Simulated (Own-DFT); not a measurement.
## Calculated data, Hf$_{36}$O$_{71}$ (tetragonal hafnia with one neutral oxygen vacancy, atoms displaced)

A calculation, not a measurement: plane-wave PBE and HSE06 DFT by an unreviewed code, no spin, of a simulated cell at Gamma alone, so results move with cell size and shape, stress positive in tension, energies less offsets, not probed for a lower state with spin; hafnium file: forces about 75 meV/angstrom off all-electron values; oxygen file: force components 24 meV/angstrom off all-electron in a glass; k mesh not checked against a denser one; forces and stress are PBE's, HSE06 gives the energy alone, and its difference from PBE has offsets of its own; offsets are fitted by least squares, one for each functional and potential file, so energies compare only between cells with the same atoms and settings and are not formation energies; the far tail of each file's local potential was reset to the Coulomb form; each entry is a single point on an unrelaxed cell, so the pressure reflects the starting lattice, taken from the Materials Project, from which strain is counted, and rises with the displacements; printed positions are rounded, which can move forces by about a meV/angstrom; the program is a retired in-house code; no spin-orbit coupling. Program: Own-DFT development build.

```cif
# cell vector a (Å): 10.7800 0.0000 0.0000
# cell vector b (Å): 0.0000 10.7800 0.0000
# cell vector c (Å): 0.0000 0.0000 10.4493
data_Hf36O71
_symmetry_space_group_name_H-M 'P 1'
_symmetry_Int_Tables_number 1
_cell_length_a 10.7800
_cell_length_b 10.7800
_cell_length_c 10.4493
_cell_angle_alpha 90.000
_cell_angle_beta 90.000
_cell_angle_gamma 90.000
_cell_volume 1214.30
loop_
_atom_site_label
_atom_site_type_symbol
_atom_site_fract_x
_atom_site_fract_y
_atom_site_fract_z
_atom_site_occupancy
Hf1 Hf 0.99422 0.00090 0.99998 1
Hf2 Hf 0.16757 0.16440 0.24237 1
O1 O 0.00147 0.16869 0.15386 1
O2 O 0.16381 0.00178 0.34384 1
O3 O 0.00066 0.16345 0.40693 1
O4 O 0.16518 0.99779 0.10051 1
Hf3 Hf 0.00097 0.00243 0.49633 1
Hf4 Hf 0.16828 0.16183 0.74606 1
O5 O 0.00476 0.16572 0.65127 1
O6 O 0.16851 0.00075 0.84890 1
O7 O 0.99971 0.16553 0.90098 1
O8 O 0.16248 0.99947 0.59487 1
Hf5 Hf 0.00292 0.33527 0.00417 1
Hf6 Hf 0.16962 0.50113 0.24867 1
O9 O 0.00167 0.50392 0.15051 1
O10 O 0.16511 0.33589 0.34712 1
O11 O 0.99707 0.50015 0.39769 1
O12 O 0.16507 0.33678 0.09722 1
Hf7 Hf 0.99854 0.33613 0.50184 1
Hf8 Hf 0.16648 0.50076 0.75375 1
O13 O 0.00048 0.49694 0.65025 1
O14 O 0.16454 0.33673 0.84762 1
O15 O 0.99952 0.49572 0.90552 1
O16 O 0.16609 0.33210 0.59104 1
Hf9 Hf 0.99850 0.66563 0.99890 1
Hf10 Hf 0.16877 0.82997 0.24582 1
O17 O 0.99279 0.83063 0.15288 1
O18 O 0.16311 0.65843 0.34454 1
O19 O 0.00502 0.83521 0.40736 1
O20 O 0.16680 0.66976 0.10057 1
Hf11 Hf 0.00085 0.66827 0.50114 1
Hf12 Hf 0.16718 0.83210 0.75117 1
O21 O 0.00192 0.83279 0.64876 1
O22 O 0.16587 0.66788 0.85069 1
O23 O 0.99663 0.83294 0.90224 1
O24 O 0.16469 0.66346 0.60166 1
Hf13 Hf 0.33232 0.00030 0.99412 1
Hf14 Hf 0.49819 0.16571 0.24826 1
O25 O 0.33321 0.16836 0.15338 1
O26 O 0.49835 0.00173 0.34592 1
O27 O 0.33635 0.16581 0.39867 1
O28 O 0.49472 0.00054 0.09685 1
Hf15 Hf 0.33186 0.00037 0.49887 1
Hf16 Hf 0.49656 0.16975 0.75304 1
O29 O 0.33442 0.17220 0.65269 1
O30 O 0.50109 0.00014 0.84670 1
O31 O 0.33052 0.16343 0.89998 1
O32 O 0.50002 0.99375 0.60165 1
Hf17 Hf 0.33276 0.33473 0.99802 1
Hf18 Hf 0.49904 0.49891 0.25063 1
O33 O 0.33535 0.50246 0.15088 1
O34 O 0.49764 0.33280 0.35087 1
O35 O 0.33125 0.50086 0.40558 1
O36 O 0.49921 0.33685 0.09707 1
Hf19 Hf 0.33173 0.33723 0.49688 1
Hf20 Hf 0.50373 0.49899 0.75076 1
O37 O 0.33164 0.50447 0.64854 1
O38 O 0.49666 0.33136 0.84632 1
O39 O 0.33330 0.49719 0.90670 1
O40 O 0.49999 0.33288 0.59370 1
Hf21 Hf 0.33417 0.66534 0.99989 1
Hf22 Hf 0.49814 0.83382 0.24918 1
O41 O 0.33312 0.83133 0.15400 1
O42 O 0.33034 0.83279 0.40118 1
O43 O 0.49930 0.66357 0.10100 1
Hf23 Hf 0.33455 0.66554 0.50021 1
Hf24 Hf 0.49995 0.83247 0.74898 1
O44 O 0.33425 0.83518 0.64745 1
O45 O 0.49478 0.66240 0.85211 1
O46 O 0.33329 0.83490 0.90165 1
O47 O 0.50271 0.66576 0.59630 1
Hf25 Hf 0.66725 0.00087 0.99931 1
Hf26 Hf 0.83571 0.16787 0.24850 1
O48 O 0.66404 0.16481 0.15535 1
O49 O 0.83683 0.99744 0.34785 1
O50 O 0.66533 0.16427 0.40687 1
O51 O 0.83087 0.99797 0.09609 1
Hf27 Hf 0.67259 0.00047 0.49903 1
Hf28 Hf 0.83628 0.16848 0.75131 1
O52 O 0.66718 0.16751 0.65261 1
O53 O 0.83217 0.99631 0.84698 1
O54 O 0.66765 0.16397 0.90470 1
O55 O 0.83170 0.99952 0.59991 1
Hf29 Hf 0.66375 0.33544 0.99453 1
Hf30 Hf 0.83795 0.50379 0.24684 1
O56 O 0.66234 0.49965 0.14519 1
O57 O 0.83571 0.33107 0.34939 1
O58 O 0.67076 0.50148 0.40836 1
O59 O 0.82957 0.33560 0.09905 1
Hf31 Hf 0.66963 0.33843 0.49571 1
Hf32 Hf 0.83530 0.49801 0.75035 1
O60 O 0.66635 0.50140 0.65187 1
O61 O 0.83324 0.32712 0.84518 1
O62 O 0.67237 0.50276 0.90257 1
O63 O 0.83712 0.33258 0.60273 1
Hf33 Hf 0.66849 0.66738 0.99746 1
Hf34 Hf 0.83836 0.83151 0.24890 1
O64 O 0.66756 0.83331 0.14625 1
O65 O 0.83261 0.66481 0.35116 1
O66 O 0.66967 0.83362 0.39626 1
O67 O 0.83155 0.66022 0.10607 1
Hf35 Hf 0.66162 0.66992 0.49797 1
Hf36 Hf 0.83563 0.83167 0.75125 1
O68 O 0.66759 0.83098 0.65466 1
O69 O 0.83712 0.66821 0.84317 1
O70 O 0.66343 0.83373 0.90217 1
O71 O 0.83450 0.66487 0.59175 1
_calc_first_functional 'PBE'
_calc_second_functional 'HSE06'
_calc_exact_exchange_share 0.25
_calc_screening 0.11  # 1/bohr
_calc_exchange_divergence 'Gygi-Baldereschi'
_calc_potential_files 'PseudoDojo norm-conserving, scalar-relativistic, made for PBE, standard set'
_calc_wave_cutoff 48  # hartree
_calc_occupations 'fixed'
_calc_k_mesh '1 x 1 x 1 centred on Gamma'
_calc_PBE_stress_yy ?
```

Question: Hf$_{36}$O$_{71}$ (tetragonal hafnia with one neutral oxygen vacancy, atoms displaced): PBE stress yy?
Answer: -1.28 GPa

Question: Give the table of force values for Hf$_{36}$O$_{71}$ (tetragonal hafnia with one neutral oxygen vacancy, atoms displaced).
Answer: 
Force:
```csv
element,x (eV/Å),y (eV/Å),z (eV/Å)
Hf,0.531,-0.056,-0.311
Hf,0.375,0.272,1.798
O,-0.588,-0.063,-0.632
O,0.299,-0.443,-0.041
O,-0.232,1.282,-0.805
O,-0.155,-0.022,-0.67
Hf,-0.648,-0.379,0.591
Hf,-0.284,0.822,0.153
O,-0.741,0.015,0.389
O,-0.175,-0.598,-0.329
O,-0.001,0.118,0.559
O,1.359,0.211,0.522
Hf,-0.831,-0.832,-0.44
Hf,-0.484,-0.875,0.222
O,0.162,-0.266,-0.256
O,0.258,-0.522,-0.628
O,-0.164,-0.062,0.419
O,0.687,-0.188,-0.081
Hf,0.409,-0.215,-0.767
Hf,0.115,-0.003,-1.16
O,0.145,0.087,0.666
O,0.215,-0.938,-0.137
O,-0.286,0.985,-0.514
O,0.216,0.176,0.729
Hf,0.129,0.046,0.608
Hf,-0.498,0.272,0.832
O,1.808,-0.045,-0.648
O,0.248,1.722,0.599
O,-0.055,-0.74,-0.982
O,-0.261,0.075,-0.709
Hf,-0.279,-0.277,-0.39
Hf,-0.061,0.239,-0.8
O,-0.13,-0.16,1.01
O,-0.065,-0.357,0.195
O,0.329,0.098,0.218
O,0.387,0.328,-0.229
Hf,0.043,-0.155,0.793
Hf,0.066,-0.057,0.749
O,-0.238,0.207,-0.879
O,-0.071,-0.734,-0.035
O,-0.415,0.165,0.519
O,0.476,-0.018,-0.241
Hf,0.697,0.153,-0.04
Hf,1.113,-1.356,-1.525
O,-0.261,-0.501,-0.176
O,-0.281,-0.017,0.152
O,0.164,1,0.095
O,-0.041,0.224,-0.81
Hf,-0.06,-0.769,0.548
Hf,0.569,0.37,-0.27
O,-0.262,-0.184,0.229
O,0.359,0.487,-0.769
O,0.564,0.549,-0.961
O,-0.165,-0.353,-0.434
Hf,0.251,-1.258,0.228
Hf,-0.697,0.075,-1.025
O,0.53,-0.273,1.09
O,0.359,0.945,0.638
O,-0.214,0.531,-0.666
O,0.155,0.442,0.439
Hf,0.337,0.315,0.46
Hf,0.905,-0.068,0.034
O,0.134,-0.108,-0.355
O,0.139,-0.287,-0.227
O,0.163,0.447,-0.121
Hf,-0.449,0.246,0.417
Hf,0.27,0.817,-0.188
O,-0.575,-0.408,0.706
O,0.233,0.222,-0.45
O,-0.035,-0.625,-0.131
O,-0.97,0.071,0.019
Hf,-0.921,-0.521,0.287
Hf,-0.816,-0.091,0.733
O,0.653,0.01,-0.176
O,-0.107,0.452,-0.35
O,0.306,0.622,-0.538
O,0.586,0.471,0.251
Hf,-0.947,0.067,0.564
Hf,-0.39,-1.147,-1.094
O,-0.183,0.056,0.714
O,0.176,0.537,0.395
O,-0.119,0.814,-0.12
O,0.681,-0.028,-0.272
Hf,0.513,-0.347,1.298
Hf,-0.687,-0.267,0.564
O,0.317,-0.088,1.138
O,-0.315,0.201,-0.261
O,-0.647,0.377,-1.215
O,0.516,-0.211,-0.42
Hf,-0.319,-1.616,1.078
Hf,-0.147,-0.274,-0.787
O,0.287,-0.289,0.603
O,-0.23,1.587,0.723
O,-0.203,-0.563,-0.87
O,-0.753,0.189,-0.327
Hf,-0.658,0.489,1.386
Hf,-2.126,-0.277,1.015
O,-0.157,-0.078,0.59
O,0.32,0.6,-0.736
O,-0.796,-0.122,0.44
O,0.269,0.205,-1.368
Hf,1.584,0.334,-0.134
Hf,-0.018,0.743,-1.241
O,-0.005,-0.31,-0.138
O,-0.031,-0.802,0.962
O,0.072,-0.498,-0.226
O,-0.235,-0.028,0.737
```

Further results for Hf$_{36}$O$_{71}$ (tetragonal hafnia with one neutral oxygen vacancy, atoms displaced):

```
PBE energy of cell above offsets : -100.851 eV
HSE06 less PBE above offsets     : -0.144 eV
PBE pressure                     : 0.75 GPa
PBE stress xx                    : 0.23 GPa
PBE stress zz                    : -1.19 GPa
PBE stress yz                    : 0.57 GPa
PBE stress xz                    : 0.32 GPa
PBE stress xy                    : 0.01 GPa
```
